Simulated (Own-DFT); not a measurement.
# Same atoms, different arrangement: Ga48P48, 96 atoms

Calculated results; nothing here was measured. They come from Own-DFT, an in-house plane-wave density functional program, since retired, whose code no person has reviewed. Each row is one single-point run on a periodic cell that was not relaxed, without spin or spin-orbit coupling.

Settings of every run: PBE; PseudoDojo norm-conserving scalar-relativistic files; cutoff 42 hartree; 2 x 3 x 3 k mesh centred on Gamma; Fermi-Dirac smearing of 0.1 eV.

Known limits, some of them of some rows only: not probed for a lower state with spin; forces on such cells failed a check on a denser k mesh; forces on such cells passed a denser k mesh, each cell not checked; stress not checked against mesh or cutoff.

All cells hold the same atoms in the same cell, with vectors in Å (16.352, 0.000, 0.000); (0.000, 10.901, 0.000); (0.000, 0.000, 10.901). Every atom was moved at random from its ideal site; u is the rms move along one axis. The defect's site can differ from row to row. E is the free energy of the cell above the lowest run. The arrangements:

- A: zincblende GaP
- B: zincblende GaP, with one Ga on a P site and one P on a Ga site, 2.4 Å apart

```
arrangement,u (Å),E (eV),P (GPa)
A,0.0199,0.016,2.71
A,0.0199,0.000,2.71
A,0.0200,0.001,2.72
A,0.0497,3.390,3.24
A,0.0505,3.979,3.32
A,0.0512,3.854,3.32
B,0.0288,3.943,2.94
B,0.0299,3.814,2.94
B,0.0307,3.807,2.90
B,0.0458,5.786,3.23
B,0.0472,6.270,3.35
B,0.0529,6.793,3.40
```

Question: once the cost of the random moves is taken out, how do the arrangements rank?

## Worked answer

Fit E = a + b u², with one b for all and one a for each arrangement, and with residuals divided by u², since the noise grows with the moves. Then b = 1692 eV/Å², the scatter at u = 0.04 Å is 0.19 eV, and against A:

- B: 3.02 ± 0.07 eV (higher)

These are energies of unrelaxed cells. Relaxing the atoms lowers the strained arrangements most, so the gaps would shrink and small ones could change sign.
